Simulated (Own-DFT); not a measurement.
# Computed records: AlGa$_{3}$N$_{4}$ (wurtzite random alloy, atoms displaced)

All values are calculated (Own-DFT development build). A calculation, not a measurement: plane-wave density functional theory by an unreviewed code, no spin, of a simulated periodic cell, stress positive in tension, run twice, with PBE and with PBEsol, both on files made for PBE, so the change isn't that of files made for PBEsol, forces on such cells passed a denser k mesh, this cell's mesh not checked; the far tail of each file's local potential was reset to the Coulomb form; each entry is a single point on an unrelaxed cell, so the pressure reflects the starting lattice, mostly measured values (interpolated for alloys), from which strain is counted, and rises with the displacements; printed positions are rounded, which can move forces by about a meV/angstrom; the program, named Own-DFT, is a retired in-house code; no spin-orbit coupling; stress was not checked against mesh or cutoff.

Common to all runs: functional PBE, then PBEsol; potential files PseudoDojo norm-conserving, scalar-relativistic, standard set; wave cutoff 42 hartree; occupations Fermi-Dirac; smearing width 0.1 eV; k mesh 4 x 4 x 3 centred on Gamma.

(1) AlGa$_{3}$N$_{4}$ (wurtzite random alloy, atoms displaced)

```cif
# cell vector a (Å): 9.5092 0.0000 0.0000
# cell vector b (Å): -4.7546 8.2353 0.0000
# cell vector c (Å): 0.0000 0.0000 10.2685
data_AlGa3N4
_symmetry_space_group_name_H-M 'P 1'
_symmetry_Int_Tables_number 1
_cell_length_a 9.5092
_cell_length_b 9.5093
_cell_length_c 10.2685
_cell_angle_alpha 90.000
_cell_angle_beta 90.000
_cell_angle_gamma 120.000
_cell_volume 804.14
loop_
_atom_site_label
_atom_site_type_symbol
_atom_site_fract_x
_atom_site_fract_y
_atom_site_fract_z
_atom_site_occupancy
Al1 Al 0.11095 0.22382 0.99773 1
Ga1 Ga 0.22313 0.10867 0.25001 1
N1 N 0.10161 0.21419 0.18960 1
N2 N 0.22737 0.11243 0.44202 1
Ga2 Ga 0.11392 0.22446 0.49719 1
Ga3 Ga 0.22159 0.11379 0.74966 1
N3 N 0.10839 0.21692 0.69402 1
N4 N 0.22423 0.10705 0.93995 1
Ga4 Ga 0.11320 0.55855 0.99965 1
Ga5 Ga 0.22559 0.45066 0.25460 1
N5 N 0.11124 0.55545 0.18937 1
N6 N 0.22539 0.44801 0.43947 1
Ga6 Ga 0.10703 0.55148 0.50129 1
Ga7 Ga 0.22021 0.44080 0.74530 1
N7 N 0.11136 0.55479 0.68632 1
N8 N 0.21776 0.44063 0.93618 1
Ga8 Ga 0.11925 0.89342 0.99955 1
Ga9 Ga 0.22304 0.77354 0.24855 1
N9 N 0.10995 0.88614 0.18778 1
N10 N 0.22220 0.77474 0.43572 1
Ga10 Ga 0.11024 0.88288 0.50344 1
Ga11 Ga 0.21815 0.78064 0.75055 1
N11 N 0.11424 0.88914 0.68928 1
N12 N 0.22126 0.77312 0.93822 1
Al2 Al 0.44267 0.21636 0.00508 1
Al3 Al 0.55734 0.11655 0.24555 1
N13 N 0.45066 0.22405 0.18914 1
N14 N 0.55526 0.10982 0.44572 1
Ga12 Ga 0.44413 0.22117 0.49915 1
Al4 Al 0.55596 0.10914 0.74919 1
N15 N 0.45021 0.22899 0.69427 1
N16 N 0.55867 0.12004 0.93498 1
Al5 Al 0.44470 0.55753 0.99959 1
Ga13 Ga 0.56125 0.44667 0.24926 1
N17 N 0.44296 0.55997 0.18645 1
N18 N 0.55719 0.43805 0.43806 1
Ga14 Ga 0.44544 0.55353 0.49866 1
Ga15 Ga 0.55281 0.43926 0.75091 1
N19 N 0.44680 0.55641 0.69063 1
N20 N 0.55702 0.44445 0.94245 1
Al6 Al 0.45206 0.89217 0.99803 1
Ga16 Ga 0.55564 0.77912 0.25154 1
N21 N 0.44216 0.88863 0.18924 1
N22 N 0.55596 0.78110 0.43979 1
Ga17 Ga 0.44726 0.88671 0.49662 1
Ga18 Ga 0.55677 0.77928 0.75186 1
N23 N 0.44829 0.88612 0.68911 1
N24 N 0.55208 0.77413 0.94252 1
Ga19 Ga 0.77482 0.22083 0.99552 1
Ga20 Ga 0.88887 0.11066 0.25108 1
N25 N 0.77921 0.22476 0.18335 1
N26 N 0.89244 0.11109 0.44060 1
Al7 Al 0.77222 0.22202 0.49844 1
Ga21 Ga 0.88556 0.10541 0.74598 1
N27 N 0.78126 0.22451 0.68994 1
N28 N 0.88969 0.11306 0.93868 1
Al8 Al 0.77639 0.55765 0.00003 1
Ga22 Ga 0.88574 0.44229 0.24930 1
N29 N 0.78033 0.55300 0.18543 1
N30 N 0.88682 0.44395 0.43953 1
Ga23 Ga 0.77560 0.55625 0.49528 1
Ga24 Ga 0.88599 0.44380 0.74777 1
N31 N 0.78107 0.55952 0.68047 1
N32 N 0.88415 0.44087 0.94150 1
Al9 Al 0.77896 0.88820 0.99944 1
Ga25 Ga 0.88967 0.77731 0.25012 1
N33 N 0.77426 0.88934 0.19102 1
N34 N 0.88998 0.78222 0.44040 1
Ga26 Ga 0.78144 0.89299 0.50139 1
Ga27 Ga 0.89546 0.78019 0.75286 1
N35 N 0.78195 0.89148 0.68995 1
N36 N 0.89111 0.78100 0.93718 1
```

* PBE pressure: 6.11 GPa
* PBE stress xx: -5.87 GPa
* PBE stress yy: -6.46 GPa
* PBE stress zz: -6.01 GPa
* PBE stress yz: -0.06 GPa
* PBE stress xz: -0.17 GPa
* PBE stress xy: 0.18 GPa
* PBEsol pressure: 1.22 GPa
* PBEsol stress xx: -0.97 GPa
* PBEsol stress yy: -1.55 GPa
* PBEsol stress zz: -1.15 GPa
* PBEsol stress yz: -0.06 GPa
* PBEsol stress xz: -0.16 GPa
* PBEsol stress xy: 0.18 GPa
* rms change of force components from PBE to PBEsol: 0.062 eV/Å

Force:
```csv
force element,PBE force x (eV/Å),PBE force y (eV/Å),PBE force z (eV/Å),PBEsol force x (eV/Å),PBEsol force y (eV/Å),PBEsol force z (eV/Å)
Al,-0.058,-0.423,0.348,-0.058,-0.43,0.338
Ga,-0.364,0.19,0.119,-0.366,0.183,0.134
N,1.567,1.405,-1.013,1.526,1.358,-0.851
N,-0.678,-0.635,-0.405,-0.66,-0.612,-0.4
Ga,0.155,-0.323,0.626,0.154,-0.327,0.607
Ga,1.011,-0.202,0.311,0.979,-0.201,0.304
N,-0.084,0.539,-1.332,-0.075,0.53,-1.307
N,-0.376,1.903,0.452,-0.383,1.708,0.349
Ga,-0.303,-1.248,-0.001,-0.3,-1.222,-0.012
Ga,-0.133,-1.124,-1.111,-0.135,-1.083,-1.067
N,-0.141,-0.413,-0.072,-0.133,-0.393,-0.07
N,-0.061,-0.409,0.336,-0.059,-0.403,0.321
Ga,0.052,0.549,-0.307,0.054,0.548,-0.296
Ga,-0.033,0.508,0.659,-0.042,0.499,0.655
N,-0.22,0.211,0.554,-0.221,0.201,0.53
N,1.214,0.131,0.762,1.075,0.226,0.647
Ga,-0.568,-1.165,0.247,-0.561,-1.143,0.228
Ga,-0.59,0.471,0.062,-0.573,0.453,0.071
N,0.298,0.17,0.195,0.294,0.172,0.185
N,-0.048,0.036,0.609,-0.049,0.033,0.595
Ga,0.158,0.586,-0.797,0.151,0.574,-0.775
Ga,1.734,-0.865,-0.043,1.686,-0.86,-0.04
N,-0.48,0.671,-0.027,-0.467,0.645,-0.027
N,0.975,1.604,0.264,0.835,1.505,0.217
Al,-0.129,1.119,-1.017,-0.132,1.12,-1.021
Al,0.773,-0.914,0.786,0.772,-0.922,0.817
N,-0.307,-0.532,-0.403,-0.445,-0.429,-0.292
N,0.634,0.492,-1.918,0.472,0.393,-1.815
Ga,0.347,-0.132,0.981,0.329,-0.127,0.953
Al,0.028,0.398,-0.342,0.037,0.397,-0.347
N,0.428,-2.358,-0.876,0.292,-2.221,-0.901
N,-0.841,-2.063,0.099,-0.682,-1.959,0.16
Al,-0.167,-0.877,-0.234,-0.178,-0.879,-0.257
Ga,-0.85,0.147,-0.332,-0.824,0.134,-0.303
N,0.795,-0.642,-0.325,0.772,-0.618,-0.155
N,-0.917,0.838,-0.437,-0.891,0.826,-0.429
Ga,0.396,0.504,0.508,0.375,0.493,0.501
Ga,0.47,1.859,0.555,0.445,1.807,0.532
N,-0.077,-0.207,-0.416,-0.075,-0.21,-0.413
N,-0.488,-0.111,0.764,-0.487,-0.13,0.609
Al,-0.89,-0.117,0.155,-0.893,-0.109,0.145
Ga,-0.166,0.102,-0.188,-0.163,0.094,-0.169
N,0.425,1.55,-0.969,0.411,1.37,-0.851
N,1.124,-0.842,-0.147,1.091,-0.818,-0.15
Ga,-1.054,0.049,0.793,-1.028,0.039,0.778
Ga,0.47,-0.494,0.013,0.449,-0.492,0.004
N,-1.109,1.268,0.231,-1.073,1.098,0.179
N,0.582,0.756,0.369,0.59,0.754,0.211
Ga,0.755,0.324,0.199,0.749,0.337,0.184
Ga,-0.74,-0.111,-0.019,-0.695,-0.111,-0.013
N,-0.837,-1.023,1.188,-0.699,-0.924,1.115
N,-1.487,0.999,0.154,-1.342,0.909,0.107
Al,1.054,0.112,0.574,1.071,0.115,0.581
Ga,-0.235,1.15,1.014,-0.225,1.135,0.998
N,-1.128,-1.03,-1.112,-0.983,-0.935,-0.996
N,0.741,-1.111,0.339,0.589,-1.027,0.239
Al,0.538,-0.253,-0.483,0.549,-0.241,-0.498
Ga,0.802,0.11,-0.004,0.787,0.122,-0.006
N,-0.61,0.815,-0.375,-0.598,0.788,-0.197
N,0.046,-1.088,-0.2,0.044,-0.912,-0.25
Ga,0.452,0.368,0.349,0.447,0.361,0.352
Ga,0.207,0.366,0.545,0.221,0.347,0.531
N,-0.345,-0.134,1.298,-0.329,-0.137,1.271
N,-0.492,1.558,-0.392,-0.362,1.445,-0.429
Al,-0.212,0.422,0.166,-0.219,0.427,0.151
Ga,-0.274,0.167,-0.082,-0.263,0.168,-0.061
N,0.673,-0.327,-1.314,0.652,-0.319,-1.145
N,0.224,-0.485,-0.461,0.221,-0.482,-0.451
Ga,-0.313,-0.42,0.042,-0.294,-0.409,0.037
Ga,-0.764,-0.566,-0.686,-0.739,-0.543,-0.671
N,-0.098,-1.17,-0.143,-0.099,-1.129,-0.147
N,-0.462,-0.633,1.32,-0.319,-0.556,1.178
```

(2) AlGa$_{3}$N$_{4}$ (wurtzite random alloy, atoms displaced)

```cif
# cell vector a (Å): 9.5092 0.0000 0.0000
# cell vector b (Å): -4.7546 8.2353 0.0000
# cell vector c (Å): 0.0000 0.0000 10.2685
data_AlGa3N4
_symmetry_space_group_name_H-M 'P 1'
_symmetry_Int_Tables_number 1
_cell_length_a 9.5092
_cell_length_b 9.5093
_cell_length_c 10.2685
_cell_angle_alpha 90.000
_cell_angle_beta 90.000
_cell_angle_gamma 120.000
_cell_volume 804.14
loop_
_atom_site_label
_atom_site_type_symbol
_atom_site_fract_x
_atom_site_fract_y
_atom_site_fract_z
_atom_site_occupancy
Al1 Al 0.11319 0.22227 0.99872 1
Ga1 Ga 0.22621 0.11329 0.24776 1
N1 N 0.11166 0.22000 0.19064 1
N2 N 0.22571 0.11177 0.43967 1
Ga2 Ga 0.10953 0.22615 0.50120 1
Ga3 Ga 0.21762 0.10783 0.75201 1
N3 N 0.11258 0.22206 0.69608 1
N4 N 0.21781 0.10722 0.94210 1
Ga4 Ga 0.11385 0.55025 0.00210 1
Al2 Al 0.22563 0.45106 0.24323 1
N5 N 0.10903 0.55767 0.19075 1
N6 N 0.22152 0.44347 0.44386 1
Ga5 Ga 0.11164 0.55411 0.50086 1
Ga6 Ga 0.22526 0.44409 0.75205 1
N7 N 0.10844 0.55445 0.68920 1
N8 N 0.21939 0.44306 0.93911 1
Al3 Al 0.10731 0.88179 0.00096 1
Ga7 Ga 0.23111 0.78021 0.24782 1
N9 N 0.11224 0.88631 0.19067 1
N10 N 0.21978 0.77695 0.44020 1
Ga8 Ga 0.11382 0.88440 0.49627 1
Al4 Al 0.22162 0.78178 0.75381 1
N11 N 0.11134 0.89090 0.68937 1
N12 N 0.22000 0.77719 0.94191 1
Ga9 Ga 0.44281 0.21731 0.00494 1
Ga10 Ga 0.56286 0.10638 0.25482 1
N13 N 0.44015 0.21805 0.19325 1
N14 N 0.55781 0.11142 0.43310 1
Ga11 Ga 0.44293 0.22163 0.49949 1
Ga12 Ga 0.55780 0.11684 0.75133 1
N15 N 0.44499 0.22686 0.68618 1
N16 N 0.55896 0.11486 0.93950 1
Ga13 Ga 0.44503 0.55731 0.00220 1
Al5 Al 0.55236 0.44321 0.25207 1
N17 N 0.44723 0.55377 0.19528 1
N18 N 0.54971 0.43713 0.43835 1
Ga14 Ga 0.44649 0.55262 0.49284 1
Ga15 Ga 0.54951 0.44411 0.75293 1
N19 N 0.44605 0.55682 0.68775 1
N20 N 0.55269 0.44593 0.94064 1
Ga16 Ga 0.44972 0.89612 0.00784 1
Ga17 Ga 0.55184 0.77400 0.25051 1
N21 N 0.44744 0.89012 0.19221 1
N22 N 0.56286 0.78320 0.43580 1
Al6 Al 0.44027 0.88849 0.50051 1
Ga18 Ga 0.55928 0.78136 0.74888 1
N23 N 0.44830 0.89617 0.68525 1
N24 N 0.55713 0.78249 0.93631 1
Ga19 Ga 0.77837 0.21836 0.00289 1
Ga20 Ga 0.88284 0.11146 0.24903 1
N25 N 0.77594 0.22224 0.19224 1
N26 N 0.89034 0.11083 0.44208 1
Ga21 Ga 0.77866 0.22302 0.49986 1
Al7 Al 0.88723 0.11395 0.75126 1
N27 N 0.77736 0.21960 0.69132 1
N28 N 0.88974 0.11407 0.93173 1
Ga22 Ga 0.77682 0.55653 0.00165 1
Ga23 Ga 0.88936 0.44166 0.24747 1
N29 N 0.77480 0.55063 0.19133 1
N30 N 0.88775 0.44595 0.44228 1
Ga24 Ga 0.77734 0.55822 0.49909 1
Al8 Al 0.89348 0.44559 0.75007 1
N31 N 0.77897 0.55958 0.69402 1
N32 N 0.88849 0.44249 0.93942 1
Al9 Al 0.77763 0.88770 0.00735 1
Ga25 Ga 0.88394 0.77304 0.24548 1
N33 N 0.78199 0.89448 0.18581 1
N34 N 0.89712 0.78058 0.43354 1
Ga26 Ga 0.78048 0.88676 0.50532 1
Ga27 Ga 0.89110 0.78279 0.75379 1
N35 N 0.77642 0.89216 0.68581 1
N36 N 0.89478 0.78295 0.93857 1
```

* PBE pressure: 6.12 GPa
* PBE stress xx: -6.06 GPa
* PBE stress yy: -5.34 GPa
* PBE stress zz: -6.97 GPa
* PBE stress yz: -0.33 GPa
* PBE stress xz: 0.29 GPa
* PBE stress xy: 0.06 GPa
* PBEsol pressure: 1.25 GPa
* PBEsol stress xx: -1.19 GPa
* PBEsol stress yy: -0.43 GPa
* PBEsol stress zz: -2.11 GPa
* PBEsol stress yz: -0.31 GPa
* PBEsol stress xz: 0.27 GPa
* PBEsol stress xy: 0.06 GPa
* rms change of force components from PBE to PBEsol: 0.066 eV/Å

Force:
```csv
force element,PBE force x (eV/Å),PBE force y (eV/Å),PBE force z (eV/Å),PBEsol force x (eV/Å),PBEsol force y (eV/Å),PBEsol force z (eV/Å)
Al,-0.387,-0.487,0.188,-0.395,-0.478,0.189
Ga,-0.919,-1.05,0.909,-0.892,-1.037,0.898
N,-0.783,1.605,-1.122,-0.756,1.44,-1.009
N,-0.863,-0.257,-0.097,-0.829,-0.249,-0.098
Ga,1.02,-0.936,0.368,1,-0.905,0.359
Ga,0.744,0.501,-0.028,0.722,0.5,-0.038
N,-1.336,-0.334,-0.604,-1.179,-0.254,-0.633
N,-0.099,-0.32,0.475,0.036,-0.256,0.361
Ga,-1.399,0.819,-0.406,-1.37,0.814,-0.393
Al,-0.286,-1.432,1.302,-0.294,-1.419,1.306
N,1.642,-0.552,0.041,1.481,-0.473,-0.015
N,0.049,0.609,-2.171,0.047,0.592,-2.008
Ga,-0.309,0.154,0.179,-0.302,0.144,0.184
Ga,-0.431,0.432,-0.655,-0.411,0.423,-0.644
N,0.02,0.913,0.968,0.158,0.845,0.839
N,1.13,-0.798,0.802,1.096,-0.627,0.736
Al,0.336,0.916,0.492,0.352,0.91,0.5
Ga,-1.787,-0.193,0.739,-1.772,-0.19,0.723
N,-0.101,-0.056,-1.172,-0.096,-0.047,-1.009
N,2.115,-0.062,-0.406,1.934,-0.13,-0.444
Ga,-0.891,1.271,0.633,-0.883,1.237,0.605
Al,0.556,-0.334,-0.489,0.58,-0.337,-0.484
N,0.842,-0.834,0.022,0.692,-0.737,-0.022
N,0.189,0.38,-0.502,0.315,0.291,-0.393
Ga,-0.463,0.513,-0.266,-0.448,0.494,-0.262
Ga,-1.79,0.82,-0.738,-1.748,0.803,-0.71
N,1.612,1.438,-0.22,1.557,1.264,-0.273
N,-0.224,-0.998,2.177,-0.21,-0.842,2.068
Ga,0.397,-0.57,0.062,0.377,-0.54,0.063
Ga,-0.262,-0.188,-0.348,-0.242,-0.19,-0.345
N,0.012,-0.627,0.765,0.016,-0.615,0.751
N,-0.248,-0.286,0.372,-0.243,-0.28,0.375
Ga,-0.149,0.218,-0.313,-0.145,0.217,-0.323
Al,0.879,-0.843,-0.033,0.886,-0.835,-0.039
N,-0.663,-0.497,-0.488,-0.66,-0.312,-0.582
N,0.775,1.122,-1.175,0.746,1.098,-0.993
Ga,-0.551,0.727,1.096,-0.533,0.696,1.093
Ga,0.945,0.324,-0.381,0.915,0.325,-0.381
N,-0.387,0.379,-0.268,-0.375,0.361,-0.247
N,0.277,-0.432,0.444,0.27,-0.416,0.427
Ga,-0.386,-0.686,-1.63,-0.375,-0.679,-1.595
Ga,1.048,0.737,0.186,1.03,0.725,0.195
N,0.515,-0.209,-0.293,0.504,-0.205,-0.292
N,-1.33,-0.322,0.803,-1.19,-0.385,0.732
Al,0.762,0.268,-0.177,0.771,0.268,-0.189
Ga,-0.733,-0.217,-0.276,-0.711,-0.215,-0.266
N,-1.052,-1.044,0.103,-0.921,-0.948,0.219
N,0.788,0.07,1.386,0.657,0.002,1.312
Ga,-0.025,0.696,-0.626,-0.034,0.686,-0.616
Ga,1.685,0.177,0.964,1.649,0.162,0.951
N,0.399,0.065,-0.845,0.398,0.051,-0.825
N,-0.358,-0.092,-0.589,-0.354,-0.079,-0.573
Ga,-0.096,-0.193,0.462,-0.098,-0.189,0.449
Al,0.45,-0.26,-0.665,0.447,-0.27,-0.684
N,0.537,1.232,0.091,0.376,1.15,-0.011
N,0.978,-0.983,1.5,0.836,-0.903,1.562
Ga,0.347,-0.238,-0.52,0.347,-0.241,-0.504
Ga,-0.479,0.607,1.139,-0.473,0.606,1.108
N,-1.051,-0.399,-0.062,-0.901,-0.307,-0.119
N,0.269,-0.195,-0.741,0.268,-0.197,-0.728
Ga,-0.039,-0.05,0.632,-0.032,-0.047,0.62
Al,-0.907,-0.192,0.087,-0.917,-0.206,0.077
N,0.626,-0.743,-0.255,0.498,-0.652,-0.294
N,-0.01,0.154,-0.442,-0.008,0.146,-0.283
Al,0.104,0.581,-2.132,0.091,0.574,-2.144
Ga,0.793,0.723,0.499,0.792,0.712,0.515
N,-0.649,-0.958,-0.039,-0.634,-0.934,0.156
N,-1.206,-0.483,0.477,-1.182,-0.481,0.476
Ga,0.284,0.296,-1.433,0.271,0.286,-1.399
Ga,-0.25,-0.331,-0.773,-0.251,-0.338,-0.762
N,0.765,0.835,1.544,0.748,0.673,1.452
N,-0.991,0.099,1.474,-1,-0.048,1.327
```
